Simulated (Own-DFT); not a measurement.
Simulation results for GaP (zincblende, strained, atoms displaced)

Computed with Own-DFT development build. A calculation, not a measurement: plane-wave PBE density functional theory by an unreviewed code, no spin, of a simulated periodic cell, stress positive in tension, free energy of the whole cell less one offset for each atom, forces on such cells passed a denser k mesh, this cell's mesh not checked; offsets are fitted by least squares, one for each functional and potential file, so energies compare only between cells with the same atoms and settings and are not formation energies; the far tail of each file's local potential was reset to the Coulomb form; each entry is a single point on an unrelaxed cell, so the pressure reflects the starting lattice, mostly measured values (interpolated for alloys), from which strain is counted, and rises with the displacements; printed positions are rounded, which can move forces by about a meV/angstrom; the program, named Own-DFT, is a retired in-house code; no spin-orbit coupling.

Settings shared by all entries: functional PBE; potential files PseudoDojo norm-conserving, scalar-relativistic, standard set; wave cutoff 42 hartree; occupations Fermi-Dirac; smearing width 0.1 eV; k mesh 3 x 3 x 3 centred on Gamma.

(1) 
```cif
# cell vector a (Å): 10.8620 0.0000 0.0000
# cell vector b (Å): 0.0000 10.8620 0.0000
# cell vector c (Å): 0.0000 0.0000 10.9361
data_GaP
_symmetry_space_group_name_H-M 'P 1'
_symmetry_Int_Tables_number 1
_cell_length_a 10.8620
_cell_length_b 10.8620
_cell_length_c 10.9361
_cell_angle_alpha 90.000
_cell_angle_beta 90.000
_cell_angle_gamma 90.000
_cell_volume 1290.27
loop_
_atom_site_label
_atom_site_type_symbol
_atom_site_fract_x
_atom_site_fract_y
_atom_site_fract_z
_atom_site_occupancy
Ga1 Ga 0.00347 0.00062 0.00349 1
Ga2 Ga 0.99587 0.24939 0.25087 1
Ga3 Ga 0.24554 0.00223 0.24799 1
Ga4 Ga 0.24716 0.24805 0.99660 1
P1 P 0.12314 0.12941 0.12250 1
P2 P 0.12382 0.37532 0.37353 1
P3 P 0.37881 0.12263 0.37225 1
P4 P 0.37652 0.37722 0.12674 1
Ga5 Ga 0.99883 0.00153 0.50419 1
Ga6 Ga 0.00133 0.25167 0.74895 1
Ga7 Ga 0.24984 0.00151 0.74527 1
Ga8 Ga 0.24899 0.25182 0.49879 1
P5 P 0.11992 0.12410 0.62336 1
P6 P 0.12452 0.38107 0.87314 1
P7 P 0.38126 0.12574 0.87423 1
P8 P 0.37522 0.37640 0.62383 1
Ga9 Ga 0.99921 0.50473 0.99858 1
Ga10 Ga 0.00020 0.75269 0.25205 1
Ga11 Ga 0.24996 0.49810 0.24745 1
Ga12 Ga 0.25662 0.75328 0.99796 1
P9 P 0.12792 0.61920 0.12188 1
P10 P 0.12581 0.87474 0.37095 1
P11 P 0.37633 0.62448 0.37480 1
P12 P 0.36875 0.87492 0.12256 1
Ga13 Ga 0.99957 0.49453 0.50414 1
Ga14 Ga 0.00020 0.75280 0.74567 1
Ga15 Ga 0.25406 0.49943 0.74889 1
Ga16 Ga 0.25032 0.74810 0.50242 1
P13 P 0.12656 0.62294 0.62668 1
P14 P 0.12097 0.87032 0.87593 1
P15 P 0.37501 0.62735 0.88018 1
P16 P 0.37117 0.87430 0.62453 1
Ga17 Ga 0.49633 0.00358 0.99520 1
Ga18 Ga 0.50291 0.24841 0.25334 1
Ga19 Ga 0.75099 0.99564 0.25523 1
Ga20 Ga 0.75128 0.24785 0.00020 1
P17 P 0.62653 0.12382 0.12697 1
P18 P 0.62523 0.37427 0.37608 1
P19 P 0.87493 0.12217 0.37733 1
P20 P 0.87606 0.37661 0.12826 1
Ga21 Ga 0.49457 0.99688 0.49859 1
Ga22 Ga 0.50150 0.25586 0.74745 1
Ga23 Ga 0.74911 0.99750 0.74816 1
Ga24 Ga 0.75040 0.25453 0.49704 1
P21 P 0.62200 0.12322 0.62590 1
P22 P 0.62642 0.37639 0.87454 1
P23 P 0.87152 0.12456 0.87068 1
P24 P 0.87167 0.37977 0.62874 1
Ga25 Ga 0.50409 0.50125 0.00472 1
Ga26 Ga 0.49583 0.74745 0.24922 1
Ga27 Ga 0.74959 0.50035 0.24879 1
Ga28 Ga 0.74394 0.75065 0.00145 1
P25 P 0.62714 0.62578 0.12283 1
P26 P 0.62206 0.86944 0.37580 1
P27 P 0.87681 0.62469 0.37064 1
P28 P 0.87499 0.87187 0.12233 1
Ga29 Ga 0.49963 0.50220 0.49573 1
Ga30 Ga 0.50178 0.75071 0.75165 1
Ga31 Ga 0.74884 0.50198 0.74833 1
Ga32 Ga 0.75072 0.74941 0.50120 1
P29 P 0.62557 0.62343 0.62702 1
P30 P 0.62655 0.87162 0.87378 1
P31 P 0.87581 0.62579 0.87496 1
P32 P 0.87315 0.88069 0.62547 1
_calc_free_energy_of_cell_above_offsets '-35.127'  # eV
_calc_pressure 3.17  # GPa
_calc_stress_xx -3.33  # GPa
_calc_stress_yy -3.34  # GPa
_calc_stress_zz -2.83  # GPa
_calc_stress_yz 0  # GPa
_calc_stress_xz -0.23  # GPa
_calc_stress_xy -0.02  # GPa
```

Force:
| element | x (eV/Å) | y (eV/Å) | z (eV/Å) |
| --- | --- | --- | --- |
| Ga | -0.626 | -0.086 | -0.629 |
| Ga | 0.205 | -0.017 | 0.111 |
| Ga | 0.288 | 0.114 | -0.073 |
| Ga | 0.516 | 0.573 | -0.06 |
| P | 0.018 | -0.124 | 0.411 |
| P | 0.022 | -0.174 | 0.099 |
| P | -0.808 | 0.222 | 0.208 |
| P | 0.06 | -0.754 | -0.2 |
| Ga | 0.142 | -0.446 | -0.759 |
| Ga | -0.318 | 0.107 | 0.238 |
| Ga | -0.275 | -0.088 | 0.779 |
| Ga | 0.081 | -0.383 | -0.129 |
| P | 0.783 | 0.527 | 0.156 |
| P | 0.057 | -0.613 | 0.054 |
| P | -1.075 | 0.488 | -0.705 |
| P | 0.05 | -0.005 | -0.281 |
| Ga | -0.08 | -0.44 | 0.172 |
| Ga | 0.202 | -0.581 | -0.753 |
| Ga | 0.014 | 0.139 | 0.306 |
| Ga | -1.214 | -0.497 | 0.066 |
| P | -0.056 | 1.14 | 0.282 |
| P | -0.079 | 0.211 | 0.915 |
| P | -0.603 | -0.034 | -0.115 |
| P | 0.892 | 0.58 | 0.436 |
| Ga | 0.015 | 0.629 | -0.46 |
| Ga | -0.248 | -0.328 | 0.21 |
| Ga | -0.013 | 0.361 | 0.373 |
| Ga | -0.219 | -0.009 | -0.44 |
| P | -0.21 | 0.091 | -0.24 |
| P | 0.672 | 0.726 | -0.17 |
| P | 0.559 | -0.53 | -0.704 |
| P | 0.426 | -0.161 | 0.167 |
| Ga | 0.729 | -0.725 | 0.785 |
| Ga | -0.122 | 0.18 | -0.545 |
| Ga | -0.147 | -0.084 | -0.449 |
| Ga | -0.013 | 0.227 | 0.082 |
| P | -0.055 | -0.245 | -0.106 |
| P | -0.033 | 0.419 | -0.286 |
| P | -0.065 | 0.311 | -0.059 |
| P | -0.151 | -0.104 | -0.678 |
| Ga | 0.513 | 0.016 | 0.179 |
| Ga | 0.118 | -0.335 | 0.167 |
| Ga | -0.368 | 0.407 | 0.285 |
| Ga | 0.042 | -0.579 | 0.658 |
| P | 0.162 | 0.195 | -0.482 |
| P | -0.017 | 0.019 | 0.238 |
| P | 0.63 | -0.082 | 0.445 |
| P | 0.231 | -0.785 | -0.379 |
| Ga | -0.341 | -0.198 | -0.528 |
| Ga | 0.219 | 0.264 | -0.364 |
| Ga | -0.033 | 0.015 | 0.15 |
| Ga | 0.863 | -0.119 | -0.374 |
| P | -0.34 | -0.013 | 0.717 |
| P | -0.001 | 0.267 | 0.025 |
| P | -0.057 | -0.117 | 0.825 |
| P | -0.068 | 0.378 | 0.362 |
| Ga | 0.237 | -0.183 | 0.471 |
| Ga | -0.41 | -0.246 | -0.163 |
| Ga | 0.062 | 0.124 | 0.708 |
| Ga | 0.126 | -0.193 | -0.132 |
| P | -0.3 | 0.307 | -0.432 |
| P | -0.333 | 0.7 | 0.148 |
| P | -0.42 | 0.383 | -0.237 |
| P | 0.16 | -0.842 | -0.296 |

(2) 
```cif
# cell vector a (Å): 10.8620 0.0000 0.0000
# cell vector b (Å): 0.0000 10.8620 0.0000
# cell vector c (Å): 0.0000 0.0000 10.9361
data_GaP
_symmetry_space_group_name_H-M 'P 1'
_symmetry_Int_Tables_number 1
_cell_length_a 10.8620
_cell_length_b 10.8620
_cell_length_c 10.9361
_cell_angle_alpha 90.000
_cell_angle_beta 90.000
_cell_angle_gamma 90.000
_cell_volume 1290.27
loop_
_atom_site_label
_atom_site_type_symbol
_atom_site_fract_x
_atom_site_fract_y
_atom_site_fract_z
_atom_site_occupancy
Ga1 Ga 0.00345 0.00374 0.00181 1
Ga2 Ga 0.99856 0.25210 0.25180 1
Ga3 Ga 0.25198 0.00146 0.24969 1
Ga4 Ga 0.24778 0.24403 0.99734 1
P1 P 0.12500 0.12145 0.12902 1
P2 P 0.12489 0.37714 0.37449 1
P3 P 0.37035 0.13034 0.37074 1
P4 P 0.37496 0.37343 0.12617 1
Ga5 Ga 0.99704 0.99616 0.49906 1
Ga6 Ga 0.99738 0.25153 0.74638 1
Ga7 Ga 0.25106 0.00229 0.74632 1
Ga8 Ga 0.24527 0.25364 0.50044 1
P5 P 0.12819 0.12333 0.62650 1
P6 P 0.12283 0.37364 0.87260 1
P7 P 0.37481 0.11873 0.86939 1
P8 P 0.37605 0.37703 0.62381 1
Ga9 Ga 0.99947 0.49822 0.00267 1
Ga10 Ga 0.99937 0.74918 0.24928 1
Ga11 Ga 0.24762 0.49842 0.25159 1
Ga12 Ga 0.24843 0.74507 0.99724 1
P9 P 0.12900 0.62559 0.12519 1
P10 P 0.12711 0.87179 0.37306 1
P11 P 0.37742 0.62955 0.37664 1
P12 P 0.37742 0.87862 0.12857 1
Ga13 Ga 0.99749 0.49747 0.50032 1
Ga14 Ga 0.99801 0.74765 0.75123 1
Ga15 Ga 0.24909 0.50315 0.74737 1
Ga16 Ga 0.25066 0.74751 0.49947 1
P13 P 0.12687 0.62287 0.62456 1
P14 P 0.12553 0.87398 0.87158 1
P15 P 0.37314 0.62391 0.86770 1
P16 P 0.37691 0.87233 0.62576 1
Ga17 Ga 0.50113 0.00098 0.00158 1
Ga18 Ga 0.50122 0.24878 0.25473 1
Ga19 Ga 0.74830 0.99622 0.24952 1
Ga20 Ga 0.74613 0.25039 0.00059 1
P17 P 0.62754 0.12667 0.12595 1
P18 P 0.62125 0.37747 0.37832 1
P19 P 0.87713 0.12313 0.37413 1
P20 P 0.87558 0.37471 0.12773 1
Ga21 Ga 0.49971 0.00282 0.50136 1
Ga22 Ga 0.49662 0.24964 0.74634 1
Ga23 Ga 0.75060 0.99827 0.74714 1
Ga24 Ga 0.74830 0.25074 0.50608 1
P21 P 0.62228 0.12432 0.62489 1
P22 P 0.62364 0.37298 0.87284 1
P23 P 0.87619 0.12445 0.87561 1
P24 P 0.87990 0.37857 0.62685 1
Ga25 Ga 0.49982 0.50493 0.99643 1
Ga26 Ga 0.49563 0.74794 0.25183 1
Ga27 Ga 0.74641 0.49973 0.25013 1
Ga28 Ga 0.74752 0.75491 0.99787 1
P25 P 0.62917 0.62044 0.12300 1
P26 P 0.62107 0.87585 0.37707 1
P27 P 0.87349 0.62495 0.37627 1
P28 P 0.87686 0.87830 0.12548 1
Ga29 Ga 0.49753 0.49584 0.50354 1
Ga30 Ga 0.49877 0.74906 0.74727 1
Ga31 Ga 0.74974 0.50431 0.74714 1
Ga32 Ga 0.75241 0.74998 0.49965 1
P29 P 0.63178 0.62954 0.62935 1
P30 P 0.62380 0.88080 0.87583 1
P31 P 0.87501 0.62543 0.87431 1
P32 P 0.87776 0.87489 0.62671 1
_calc_free_energy_of_cell_above_offsets '-35.151'  # eV
_calc_pressure 3.17  # GPa
_calc_stress_xx -3.34  # GPa
_calc_stress_yy -3.31  # GPa
_calc_stress_zz -2.86  # GPa
_calc_stress_yz 0.65  # GPa
_calc_stress_xz 0.08  # GPa
_calc_stress_xy 0.05  # GPa
```

Force:
| element | x (eV/Å) | y (eV/Å) | z (eV/Å) |
| --- | --- | --- | --- |
| Ga | -0.107 | -0.473 | -0.37 |
| Ga | 0.248 | -0.322 | -0.056 |
| Ga | -0.201 | -0.323 | 0.224 |
| Ga | 0.226 | 0.274 | 0.097 |
| P | -0.016 | 0.664 | -0.184 |
| P | -0.392 | -0.103 | 0.161 |
| P | 0.25 | -0.422 | 0.954 |
| P | 0.045 | 0.069 | -0.376 |
| Ga | 0.705 | 0.242 | -0.069 |
| Ga | 0.39 | -0.492 | 0.46 |
| Ga | -0.034 | -0.873 | 0.143 |
| Ga | 0.347 | -0.215 | 0.006 |
| P | -0.75 | 0.28 | -0.575 |
| P | 0.264 | 0.127 | 0.171 |
| P | 0.201 | 0.664 | 0.665 |
| P | -0.685 | -0.351 | 0.295 |
| Ga | 0.17 | 0.215 | -0.224 |
| Ga | 0.049 | -0.006 | -0.055 |
| Ga | 0.702 | 0.296 | -0.123 |
| Ga | 0.454 | 0.778 | 0.021 |
| P | -0.594 | -0.285 | 0.072 |
| P | -0.122 | 0.281 | 0.23 |
| P | -0.385 | -1.161 | 0.126 |
| P | -0.298 | -0.644 | -0.692 |
| Ga | 0.437 | 0.499 | -0.255 |
| Ga | 0.429 | 0.028 | -0.132 |
| Ga | -0.141 | -0.768 | 0.17 |
| Ga | -0.071 | 0.33 | 0.163 |
| P | -0.575 | 0.316 | -0.271 |
| P | -0.015 | 0.208 | 0.309 |
| P | 0.302 | 0.251 | 0.663 |
| P | -0.328 | 0.405 | -0.426 |
| Ga | -0.102 | 0.248 | 0.085 |
| Ga | 0.027 | 0.303 | -0.575 |
| Ga | 0.079 | 0.249 | 0.227 |
| Ga | 0.548 | 0.085 | -0.195 |
| P | -0.382 | -0.156 | 0.223 |
| P | 0.551 | -0.349 | -0.04 |
| P | -0.606 | 0.256 | 0.305 |
| P | -0.382 | -0.007 | -0.193 |
| Ga | -0.57 | -0.067 | -0.406 |
| Ga | 0.147 | -0.049 | 0.388 |
| Ga | 0.049 | 0.316 | 0.32 |
| Ga | 0.378 | 0.057 | -0.54 |
| P | 0.332 | 0.091 | 0.198 |
| P | 0.003 | 0.353 | -0.163 |
| P | -0.26 | 0.2 | -0.159 |
| P | -0.973 | -0.298 | -0.173 |
| Ga | -0.203 | -0.654 | 0.131 |
| Ga | 0.848 | 0.205 | -0.493 |
| Ga | 0.384 | -0.229 | 0.316 |
| Ga | 0.372 | -0.183 | 0.178 |
| P | -0.639 | 0.952 | 0.011 |
| P | 0.33 | -0.242 | -0.134 |
| P | 0.129 | -0.159 | -0.296 |
| P | -0.117 | -0.417 | -0.233 |
| Ga | 0.514 | 1.173 | -0.15 |
| Ga | 0.431 | 0.298 | 0.467 |
| Ga | 0.254 | -0.618 | 0.657 |
| Ga | -0.153 | 0.441 | -0.002 |
| P | -0.917 | -0.331 | -0.816 |
| P | -0.134 | -0.611 | -0.354 |
| P | -0.145 | -0.102 | 0.484 |
| P | -0.3 | -0.244 | -0.194 |

(3) 
```cif
# cell vector a (Å): 10.8620 0.0000 0.0000
# cell vector b (Å): 0.0000 10.8620 0.0000
# cell vector c (Å): 0.0000 0.0000 10.9361
data_GaP
_symmetry_space_group_name_H-M 'P 1'
_symmetry_Int_Tables_number 1
_cell_length_a 10.8620
_cell_length_b 10.8620
_cell_length_c 10.9361
_cell_angle_alpha 90.000
_cell_angle_beta 90.000
_cell_angle_gamma 90.000
_cell_volume 1290.27
loop_
_atom_site_label
_atom_site_type_symbol
_atom_site_fract_x
_atom_site_fract_y
_atom_site_fract_z
_atom_site_occupancy
Ga1 Ga 0.00465 0.00005 0.99928 1
Ga2 Ga 0.99919 0.24818 0.25005 1
Ga3 Ga 0.25125 0.99879 0.25176 1
Ga4 Ga 0.24474 0.24962 0.99595 1
P1 P 0.12836 0.12835 0.12872 1
P2 P 0.12245 0.37303 0.37219 1
P3 P 0.37320 0.12515 0.37538 1
P4 P 0.37839 0.38060 0.12481 1
Ga5 Ga 0.99588 0.00361 0.49830 1
Ga6 Ga 0.00015 0.25129 0.74889 1
Ga7 Ga 0.25132 0.99542 0.74935 1
Ga8 Ga 0.25466 0.24755 0.49854 1
P5 P 0.12959 0.12821 0.62156 1
P6 P 0.12104 0.37774 0.87835 1
P7 P 0.37461 0.12442 0.87350 1
P8 P 0.37713 0.37731 0.62506 1
Ga9 Ga 0.99851 0.50005 0.99862 1
Ga10 Ga 0.99725 0.75529 0.24800 1
Ga11 Ga 0.24743 0.50164 0.25409 1
Ga12 Ga 0.25247 0.75144 0.00311 1
P9 P 0.12723 0.62625 0.12220 1
P10 P 0.12211 0.87107 0.38166 1
P11 P 0.37635 0.62281 0.38128 1
P12 P 0.38075 0.87725 0.12211 1
Ga13 Ga 0.99521 0.50203 0.49812 1
Ga14 Ga 0.99826 0.75297 0.74541 1
Ga15 Ga 0.24959 0.49448 0.74805 1
Ga16 Ga 0.24693 0.74777 0.50303 1
P13 P 0.12786 0.62087 0.62034 1
P14 P 0.12143 0.87813 0.87198 1
P15 P 0.37420 0.62374 0.87664 1
P16 P 0.37640 0.87373 0.62279 1
Ga17 Ga 0.49803 0.00161 0.00293 1
Ga18 Ga 0.49868 0.24720 0.25018 1
Ga19 Ga 0.75151 0.99698 0.25163 1
Ga20 Ga 0.74287 0.24901 0.00209 1
P17 P 0.62484 0.12964 0.12533 1
P18 P 0.62331 0.37465 0.37275 1
P19 P 0.87527 0.12500 0.37376 1
P20 P 0.88090 0.37906 0.12237 1
Ga21 Ga 0.49930 0.99810 0.49688 1
Ga22 Ga 0.50129 0.24462 0.75172 1
Ga23 Ga 0.75406 0.00008 0.75363 1
Ga24 Ga 0.74971 0.24889 0.49957 1
P21 P 0.62395 0.12604 0.62958 1
P22 P 0.61764 0.37554 0.87345 1
P23 P 0.87363 0.12581 0.87626 1
P24 P 0.87496 0.37312 0.62469 1
Ga25 Ga 0.49966 0.50507 0.00328 1
Ga26 Ga 0.50078 0.75386 0.24800 1
Ga27 Ga 0.75198 0.50028 0.24806 1
Ga28 Ga 0.74870 0.75118 0.00007 1
P25 P 0.62407 0.62350 0.12280 1
P26 P 0.62626 0.87527 0.37871 1
P27 P 0.87200 0.62804 0.37443 1
P28 P 0.87356 0.87510 0.12361 1
Ga29 Ga 0.49655 0.49731 0.49824 1
Ga30 Ga 0.50145 0.74913 0.75444 1
Ga31 Ga 0.74803 0.50604 0.74538 1
Ga32 Ga 0.75161 0.74946 0.49978 1
P29 P 0.61974 0.62514 0.62656 1
P30 P 0.62296 0.87615 0.87327 1
P31 P 0.87344 0.62298 0.87523 1
P32 P 0.87806 0.87883 0.62529 1
_calc_free_energy_of_cell_above_offsets '-35.084'  # eV
_calc_pressure 3.17  # GPa
_calc_stress_xx -3.33  # GPa
_calc_stress_yy -3.34  # GPa
_calc_stress_zz -2.85  # GPa
_calc_stress_yz 0.19  # GPa
_calc_stress_xz 0.29  # GPa
_calc_stress_xy -0.02  # GPa
```

Force:
| element | x (eV/Å) | y (eV/Å) | z (eV/Å) |
| --- | --- | --- | --- |
| Ga | -0.399 | 0.462 | 0.318 |
| Ga | -0.026 | 0.32 | -0.175 |
| Ga | -0.245 | -0.333 | 0.07 |
| Ga | 0.808 | 0.372 | 0.421 |
| P | -0.24 | -0.617 | -0.311 |
| P | 0.138 | 0.12 | 0.555 |
| P | 0.477 | -0.319 | -0.23 |
| P | -0.773 | -0.687 | 0.164 |
| Ga | 0.713 | 0.043 | 0.282 |
| Ga | 0.13 | -0.209 | 0.104 |
| Ga | -0.022 | 0.451 | -0.28 |
| Ga | -0.376 | 0.858 | 0.099 |
| P | -0.46 | -0.453 | 0.447 |
| P | 0.246 | -0.324 | -0.696 |
| P | -0.359 | -0.174 | 0.25 |
| P | -0.054 | -0.916 | 0.084 |
| Ga | 0.284 | 0.632 | 0.061 |
| Ga | 0.395 | -0.573 | 0.084 |
| Ga | 0.31 | -0.078 | -0.309 |
| Ga | -0.229 | 0.146 | -0.621 |
| P | -0.454 | 0.114 | 0.492 |
| P | 0.156 | 0.543 | -0.733 |
| P | -0.332 | 0.765 | -0.932 |
| P | -0.832 | -0.136 | 0.64 |
| Ga | 0.284 | -0.387 | -0.098 |
| Ga | 0.337 | -0.749 | 0.288 |
| Ga | -0.059 | 0.428 | 0.354 |
| Ga | 0.591 | 0.081 | -0.165 |
| P | -0.683 | 0.085 | 0.794 |
| P | 0.58 | -0.681 | 0.274 |
| P | -0.257 | 0.157 | -0.265 |
| P | -0.041 | -0.222 | 0.274 |
| Ga | 0.585 | 0.445 | -0.607 |
| Ga | -0.209 | 0.527 | -0.106 |
| Ga | -0.294 | 0.36 | -0.212 |
| Ga | 0.704 | 0.852 | -0.571 |
| P | -0.086 | -1.044 | 0.487 |
| P | 0.294 | -0.064 | 0.14 |
| P | -0.349 | 0.082 | -0.101 |
| P | -0.882 | -0.796 | 0.336 |
| Ga | 0.079 | 0.453 | 0.531 |
| Ga | -0.411 | 0.663 | -0.112 |
| Ga | -0.396 | 0.014 | -0.264 |
| Ga | -0.263 | 0.122 | 0.079 |
| P | 0.378 | -0.627 | -0.729 |
| P | 0.723 | 0.328 | 0.179 |
| P | 0.306 | 0.216 | 0.285 |
| P | -0.23 | 0.425 | -0.066 |
| Ga | -0.09 | -0.505 | -0.558 |
| Ga | 0.085 | -0.628 | 0.476 |
| Ga | -0.172 | -0.094 | 0.021 |
| Ga | -0.105 | -0.164 | -0.237 |
| P | 0.405 | 0.564 | 0.524 |
| P | 0.003 | -0.109 | -0.495 |
| P | 0.253 | -0.144 | -0.288 |
| P | 0.138 | 0.313 | -0.205 |
| Ga | 0.662 | 0.041 | 0.234 |
| Ga | -0.494 | 0.021 | -0.293 |
| Ga | -0.05 | -0.856 | 0.406 |
| Ga | -0.281 | 0.085 | 0.611 |
| P | 0.316 | 0.201 | -0.632 |
| P | 0.287 | 0.2 | 0.478 |
| P | 0.11 | 0.57 | -0.284 |
| P | -0.622 | -0.168 | -0.264 |
